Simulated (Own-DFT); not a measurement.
GaN (wurtzite, strained, atoms displaced) (calculated)

All values are calculated (Own-DFT development build). A calculation, not a measurement: plane-wave PBE density functional theory by an unreviewed code, no spin, of a simulated periodic cell, stress positive in tension, free energy of the whole cell less one offset for each atom, forces on such cells passed a denser k mesh, this cell's mesh not checked; offsets are fitted by least squares, one for each functional and potential file, so energies compare only between cells with the same atoms and settings and are not formation energies; the far tail of each file's local potential was reset to the Coulomb form; each entry is a single point on an unrelaxed cell, so the pressure reflects the starting lattice, mostly measured values (interpolated for alloys), from which strain is counted, and rises with the displacements; printed positions are rounded, which can move forces by about a meV/angstrom; the program, named Own-DFT, is a retired in-house code; no spin-orbit coupling.

Common to all runs: functional PBE; potential files PseudoDojo norm-conserving, scalar-relativistic, standard set with the stringent files for Ga; wave cutoff 96 hartree; occupations Gaussian; smearing width 0.01 eV; k mesh 3 x 4 x 3 centred on Gamma.

(1) 
```xyz
96
Lattice="12.7560 0.0000 0.0000 -4.7835 8.2853 0.0000 0.0000 0.0000 10.2404" Properties=species:S:1:pos:R:3:force_x:R:1:force_y:R:1:force_z:R:1 formula=GaN free_energy_of_cell_above_offsets=-3.092 pressure=9.92 stress_xx=-7.01 stress_yy=-7.23 stress_zz=-15.51 stress_yz=-0.41 stress_xz=-1.16 stress_xy=0.09
Ga     0.0702     1.7282    10.2312     -1.539      2.497      0.923
Ga     1.5239     0.8768     2.5405      0.566      0.463      0.906
N     -0.0389     1.8865     1.9977      1.345     -0.649     -1.272
N      1.6589     0.8918     4.4948     -2.491     -0.608     -0.475
Ga     0.0112     1.9525     5.1277     -0.118     -4.263      0.456
Ga     1.4892     0.8121     7.6812      2.238      0.603     -0.302
N      0.0372     1.8605     7.0801     -0.825       0.08     -0.606
N      1.6139     0.9891     9.6369      0.477     -1.937     -0.578
Ga    -1.5026     4.6769    10.1628     -1.814     -0.345      1.371
Ga     0.0604     3.6835     2.5453     -1.436      0.843     -0.086
N     -1.5530     4.6299     1.9404     -0.359     -0.684     -0.832
N      0.0006     3.6020     4.4855     -0.307      2.688     -0.391
Ga    -1.6011     4.5612     5.2285     -1.024     -0.537     -2.435
Ga    -0.0904     3.6871     7.6706      1.695     -0.256      1.039
N     -1.6170     4.6318     7.0984     -0.196      -0.75     -0.011
N     -0.0453     3.6654     9.6643      1.847     -0.482     -1.004
Ga    -3.3135     7.3571     0.0883      1.961      0.211     -1.525
Ga    -1.5514     6.4300     2.5048      0.079      0.117      0.202
N     -3.1624     7.3751     1.9418     -0.686     -0.831      0.631
N     -1.6345     6.3128     4.4307      1.059      1.368      0.979
Ga    -3.1402     7.3208     5.1451     -0.505      0.253     -1.095
Ga    -1.5293     6.4287     7.6447     -1.737      0.771      0.984
N     -3.1740     7.2846     7.0065     -0.253      0.125      1.516
N     -1.6286     6.4914     9.5618      0.112      0.403      0.907
Ga     3.2031     1.8455    10.1948     -0.011      0.474      0.974
Ga     4.7154     0.8771     2.4962      2.013      0.993      1.331
N      3.1646     1.7794     2.0537     -1.095      0.948     -2.054
N      4.8430     0.9701     4.4645     -1.169     -1.566      0.226
Ga     3.1187     1.7768     5.0865       2.53      1.461      0.386
Ga     4.8695     0.8697     7.6362      -1.29      0.988      0.935
N      3.2373     1.7392     6.9998     -0.825      1.003      1.257
N      4.7600     0.9649     9.6471      1.025      -0.36     -0.842
Ga     1.5931     4.6162     0.0229     -0.459      -0.01     -0.676
Ga     3.0667     3.6160     2.6206      1.704      1.096     -1.032
N      1.5659     4.6743     1.9204      0.377     -1.068      0.416
N      3.2474     3.7640     4.4664     -2.442     -1.558      0.948
Ga     1.5234     4.5764     5.1251      1.351      0.332     -1.147
Ga     3.1647     3.7869     7.6927      0.161     -2.181     -0.409
N      1.6169     4.6318     6.9763     -1.106     -0.259      1.887
N      3.2134     3.7325     9.6524     -1.185       -0.9     -0.908
Ga     0.0021     7.4101     0.0509     -0.273     -0.309     -3.997
Ga     1.5844     6.4635     2.5606      0.223       0.28      0.552
N      0.0894     7.4291     1.7959     -0.895     -1.268      3.978
N      1.5649     6.4167     4.4994     -0.082       0.16     -0.048
Ga    -0.0047     7.3261     5.1755     -0.248      0.639     -1.228
Ga     1.5392     6.4463     7.7177      1.986     -0.555     -0.369
N      0.0231     7.2973     7.1349     -0.145      1.111     -1.454
N      1.6409     6.4635     9.6068     -1.003       -0.4      0.437
Ga     6.4050     1.8480     0.0612      0.062      0.033     -1.877
Ga     7.9580     0.9180     2.5038      0.553     -0.188      1.476
N      6.4240     1.8260     1.8919     -1.283      0.578       1.55
N      7.9845     0.9179     4.5606     -0.628     -0.341     -1.261
Ga     6.3695     1.8210     5.2289      0.552      0.103     -3.153
Ga     7.9644     0.9014     7.5950      0.307      0.252      1.012
N      6.3915     1.8613     7.0264     -0.152      0.463      2.298
N      7.9796     0.9270     9.5647     -0.023     -0.698      0.323
Ga     4.7537     4.5766    10.2129      1.683      0.383      1.361
Ga     6.3562     3.7173     2.6566     -0.521     -0.861     -1.592
N      4.7620     4.6099     1.9587     -0.354     -1.026     -0.972
N      6.3321     3.6256     4.4969      0.003      0.955      1.895
Ga     4.6908     4.5719     5.2561      1.534       0.84     -5.509
Ga     6.3803     3.7597     7.6932     -0.352       -1.1     -0.849
N      4.7639     4.6813     6.9685      0.315     -1.104      4.661
N      6.4380     3.6901     9.5554      -1.31      -0.04      0.879
Ga     3.1961     7.3084     0.0572      0.098      1.293     -0.899
Ga     4.8138     6.4352     2.4751      -0.26     -0.341       0.93
N      3.2004     7.3048     1.9635      -0.06      0.933      -0.42
N      4.8136     6.4544     4.3851     -1.465     -1.044       1.23
Ga     3.1851     7.3547     5.1641      0.367      -0.11     -2.235
Ga     4.7005     6.3938     7.7371      0.833      1.835     -2.956
N      3.1807     7.3720     7.0027     -0.488     -0.808      1.622
N      4.7373     6.4132     9.5093      0.713      0.173      3.388
Ga     9.5586     1.8674    10.2040      0.348     -0.662      -0.32
Ga    11.2320     0.9506     2.5723      -2.23     -0.802      0.086
N      9.5333     1.9116     1.8729      0.764     -2.219      0.283
N     11.0817     0.8581     4.5134      2.037       1.08     -0.587
Ga     9.5883     1.8154     5.1151     -1.008      0.656     -0.873
Ga    11.1788     0.8955     7.6191      -0.72     -0.182      0.151
N      9.5288     1.7946     6.9743      1.085      1.033      1.911
N     11.2408     0.9720     9.6033     -1.268     -1.349     -0.332
Ga     7.9596     4.6218    10.1900      0.667     -0.936      1.162
Ga     9.5239     3.6379     2.4949      0.701      1.744      1.172
N      7.9188     4.5735     1.9252      0.524      0.524     -0.344
N      9.5280     3.6439     4.4762      0.127      0.837      0.465
Ga     7.8570     4.6609     5.1799      1.127     -1.029     -1.279
Ga     9.4914     3.7481     7.7248      1.133     -1.902     -1.136
N      7.9945     4.6201     7.0813     -1.124     -0.043     -0.303
N      9.5906     3.6492     9.5674     -0.019      1.384      1.178
Ga     6.3582     7.3571    10.2096      -0.12      0.266     -0.386
Ga     7.9571     6.3793     2.6329      0.406      0.198     -0.608
N      6.4078     7.3165     1.8910      0.316      1.092      0.066
N      7.9697     6.4904     4.5402     -0.157     -0.458     -0.329
Ga     6.2868     7.3334     5.0493      1.202      0.149      1.228
Ga     7.9287     6.3955     7.7453      0.854      0.904     -1.887
N      6.4228     7.2884     7.0369     -1.278      0.647       0.18
N      7.9898     6.4111     9.5849     -0.724      0.751      1.139
```

Units: free_energy_of_cell_above_offsets in eV; pressure, stress_xx, stress_yy, stress_zz, stress_yz, stress_xz, stress_xy in GPa; force_x, force_y, force_z in eV/Å.

(2) 
```xyz
96
Lattice="12.7560 0.0000 0.0000 -4.7835 8.2853 0.0000 0.0000 0.0000 10.2404" Properties=species:S:1:pos:R:3:force_x:R:1:force_y:R:1:force_z:R:1 formula=GaN free_energy_of_cell_above_offsets=-3.035 pressure=10.02 stress_xx=-8.94 stress_yy=-7.61 stress_zz=-13.51 stress_yz=-0.47 stress_xz=-0.17 stress_xy=-0.07
Ga    -0.0805     1.7596    10.1408      4.069      2.797      2.369
Ga     1.5660     0.9055     2.4544      0.124      0.811      1.193
N     -0.0087     1.8779     1.8952        0.4      -0.18      0.198
N      1.6599     1.0012     4.5287     -2.479     -1.707      -1.11
Ga    -0.0699     1.8506     5.1017      2.165     -0.147      1.066
Ga     1.5164     0.9111     7.7360          2     -0.634     -1.905
N     -0.0544     1.8232     7.1273      1.844      0.103     -2.026
N      1.5820     0.8223     9.5675       0.32      1.663      1.463
Ga    -1.6392     4.6274    10.2289      0.949      0.329     -0.687
Ga     0.0296     3.7249     2.6225     -0.953     -1.172     -0.833
N     -1.5924     4.6001     1.8924      0.607      0.436      0.731
N     -0.0300     3.6150     4.5386      0.552      2.069     -0.319
Ga    -1.5778     4.7059     5.0847     -0.423     -3.106       0.99
Ga     0.0105     3.6134     7.6339     -0.392      1.684      0.998
N     -1.5736     4.6388     7.0647      0.935      -0.84     -0.823
N     -0.0679     3.6406     9.6218      0.977       0.57     -0.738
Ga    -3.2623     7.3573     0.0293      1.353     -0.539     -1.351
Ga    -1.6010     6.4269     2.5050      0.494      0.641      0.318
N     -3.1649     7.3846     1.8786     -0.196     -0.494      1.323
N     -1.6683     6.3915     4.4926      0.643      2.673      -0.77
Ga    -3.2366     7.3895     5.1139     -0.349     -0.225     -0.346
Ga    -1.6032     6.4332     7.5737      1.385      0.048      2.444
N     -3.1513     7.2206     7.0703     -1.228       2.94     -1.192
N     -1.5735     6.5254     9.6154     -0.577     -0.946     -0.452
Ga     3.2548     1.7940    10.2257     -1.322        0.6     -0.467
Ga     4.7771     0.9990     2.5588     -0.052       -1.4     -0.727
N      3.1778     1.8706     1.9107     -0.039     -0.866     -0.261
N      4.7791     0.9016     4.4189      0.134     -0.159      1.487
Ga     3.1793     1.7934     5.0901      1.654      1.602      1.044
Ga     4.8251     0.8686     7.6910      0.502      0.933      0.606
N      3.3262     1.8409     7.0577     -2.192     -0.365      0.215
N      4.8481     0.9589     9.6970     -0.744     -1.362     -1.278
Ga     1.5718     4.6441     0.0152     -0.634     -1.272      -2.46
Ga     3.1795     3.6366     2.5191     -0.301      1.108      0.822
N      1.5219     4.5395     1.8064      1.254      0.426      3.065
N      3.2443     3.6989     4.5153      -0.99     -0.678     -1.069
Ga     1.6694     4.6450     5.1151     -0.517     -1.219     -1.017
Ga     3.1097     3.6532     7.7601      1.689      0.084     -2.327
N      1.5957     4.5357     6.9667     -0.302      0.389       1.86
N      3.2028     3.7574     9.5870     -0.912     -1.069       1.51
Ga     0.0568     7.3288    10.2204     -2.377      1.512       1.08
Ga     1.5657     6.3535     2.4899      0.186      1.164      1.153
N      0.0145     7.3939     1.9673     -0.139     -0.175     -0.403
N      1.5716     6.4292     4.5158      0.191      0.437     -0.649
Ga    -0.0219     7.3461     5.1844      0.177      0.288     -2.024
Ga     1.5663     6.3906     7.6095      1.349      0.163      0.842
N      0.0364     7.3455     7.0645     -0.607      0.038      0.164
N      1.5347     6.4684     9.6733      1.418     -1.422     -2.043
Ga     6.3697     1.8081     0.0964      1.593      0.952     -2.717
Ga     7.8960     0.9457     2.5795      2.041      -0.55     -0.429
N      6.4048     1.8575     1.9240     -0.997     -0.195       1.21
N      8.0419     0.9456     4.4645     -1.998     -0.987      0.332
Ga     6.3311     1.8854     5.0916      0.624     -0.368      0.122
Ga     8.0197     0.9240     7.6347     -0.854      0.254      0.319
N      6.3734     1.8668     7.0192      0.133     -2.119     -0.433
N      7.9525     0.8960     9.5398      0.186      0.128      1.605
Ga     4.8229     4.5298    10.1827      0.734      1.524      0.375
Ga     6.2726     3.6434     2.5294      2.234      0.867      1.032
N      4.7916     4.5729     1.9961     -1.522      0.383     -1.718
N      6.3409     3.7370     4.5089      0.657     -0.845     -0.973
Ga     4.7788     4.6368     5.1097      0.205     -0.392      0.136
Ga     6.3549     3.5959     7.6176      0.699      1.965      0.371
N      4.8178     4.6082     7.0007     -1.076     -0.751      1.043
N      6.3926     3.6335     9.5275      0.357      0.191      1.555
Ga     3.1026     7.3213     0.0114      1.647      1.257     -0.387
Ga     4.6891     6.4236     2.5198      2.416     -0.107       1.02
N      3.2113     7.3360     1.9680     -2.016      0.739     -0.627
N      4.7416     6.4403     4.5511      1.505      0.233     -1.522
Ga     3.2655     7.3228     5.1536     -1.908      1.234     -0.634
Ga     4.8396     6.3810     7.6088     -0.694      0.853       1.23
N      3.2169     7.3914     7.0360     -0.538     -1.082      0.667
N      4.7665     6.5399     9.6278     -0.408      -1.84     -0.717
Ga     9.5797     1.8383     0.0549     -0.449     -0.452     -1.792
Ga    11.2748     0.9123     2.6684     -1.441     -0.493     -3.793
N      9.5425     1.8834     1.8786      0.388     -0.514      2.447
N     11.2558     0.9310     4.4563     -1.961      -0.99      2.168
Ga     9.5478     1.7821     5.0702      1.286      1.559      0.861
Ga    11.2338     0.9361     7.6704     -3.322     -0.968      0.705
N      9.5227     1.8859     7.0420      1.832      0.093     -0.211
N     11.2389     0.9856     9.6490     -4.309     -2.977     -1.818
Ga     8.1154     4.5771     0.0524     -3.344      0.375     -1.598
Ga     9.6274     3.7464     2.5719     -1.368     -1.234     -0.446
N      7.9312     4.5897     1.8600      0.416     -0.481      2.202
N      9.5685     3.6908     4.4800      1.009     -0.447     -0.005
Ga     8.0175     4.5700     5.0507     -1.013      0.773      1.165
Ga     9.6686     3.7508     7.7290     -2.323     -0.703     -1.217
N      7.9355     4.6378     7.0283      0.871     -0.309        0.1
N      9.5331     3.7103     9.6240      2.022     -1.262      -0.47
Ga     6.3562     7.3315    10.2223      0.379      0.622      0.519
Ga     8.0086     6.3982     2.4935     -0.821      0.287     -0.161
N      6.3969     7.2936     1.9267     -0.515      0.987      0.247
N      7.8975     6.4361     4.3790      1.389      0.087      1.278
Ga     6.4052     7.3455     5.1334     -0.499     -0.155     -0.802
Ga     8.0319     6.4702     7.7458     -1.518     -1.445     -1.137
N      6.3638     7.3814     7.0243      1.156      0.352      0.793
N      7.9887     6.3980     9.6240     -0.532      0.414       0.44
```

Units: free_energy_of_cell_above_offsets in eV; pressure, stress_xx, stress_yy, stress_zz, stress_yz, stress_xz, stress_xy in GPa; force_x, force_y, force_z in eV/Å.
